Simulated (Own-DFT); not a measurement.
# One host, several defects: C11b WSi2

Calculated, not measured: single-point runs of Own-DFT, a retired in-house plane-wave DFT program that no person has reviewed, on unrelaxed cells, without spin or spin-orbit coupling.

Method: PBE; PseudoDojo norm-conserving scalar-relativistic files; cutoff 50 hartree; 5 x 5 x 5 k mesh centred on Gamma; cold (Marzari-Vanderbilt) smearing of 0.2 eV.

Keep in mind: forces on such cells failed a check on a denser k mesh; stress not checked against mesh or cutoff.

All runs share one cell, with vectors in Å (-2.148, -5.953, 3.409); (-6.444, 2.976, 1.136); (-2.553, -2.948, -6.757) and a volume of 403.2 Å³. Atoms were moved at random from their sites; u is the rms move along one axis. The defect's site can differ from row to row.

| cell | formula | u (Å) | P (GPa) |
|---|---|---|---|
| no defect | Si20W10 | 0.0186 | 4.27 |
| no defect | Si20W10 | 0.0445 | 5.65 |
| no defect | Si20W10 | 0.0461 | 5.76 |
| one Si on a W site | Si21W9 | 0.0277 | 5.87 |
| one Si on a W site | Si21W9 | 0.0284 | 6.05 |
| one Si on a W site | Si21W9 | 0.0524 | 7.62 |
| one W on a Si site | Si19W11 | 0.0334 | 9.70 |
| one W on a Si site | Si19W11 | 0.0334 | 10.24 |
| one W on a Si site | Si19W11 | 0.0480 | 11.18 |
| one W vacancy | Si20W9 | 0.0303 | 3.67 |
| one W vacancy | Si20W9 | 0.0311 | ? |
| one W vacancy | Si20W9 | 0.0493 | 5.01 |
| one W vacancy | Si20W9 | 0.0497 | 4.49 |
| one Si vacancy | Si19W10 | 0.0301 | 3.07 |
| one Si vacancy | Si19W10 | 0.0482 | 4.13 |
| one Si vacancy | Si19W10 | 0.0514 | 4.04 |

## Fit

P = P0 + c u² + a shift for each defect gives P0 = 4.05 GPa, c = 794 ± 77 GPa/Å² and a scatter of 0.23 GPa. The shifts, and each times the cell's volume:

- one W on a Si site: 5.13 ± 0.19 GPa, 12.9 eV
- one Si on a W site: 1.33 ± 0.19 GPa, 3.3 eV
- one W vacancy: -1.20 ± 0.19 GPa, -3.0 eV
- one Si vacancy: -1.85 ± 0.19 GPa, -4.7 eV

Positive is outwards. The product with the volume (160.2 GPa Å³ to the eV) is nearly free of the cell's size; divided by the bulk modulus at the cell's pressure it gives the volume that the defect adds. The atoms around the defects weren't relaxed, which would change these numbers.

## Prediction

The question: what pressure belongs in the blank (one W vacancy, u = 0.0311 Å)?

Estimate: 3.62 ± 0.27 GPa. Computed: 3.50 GPa.
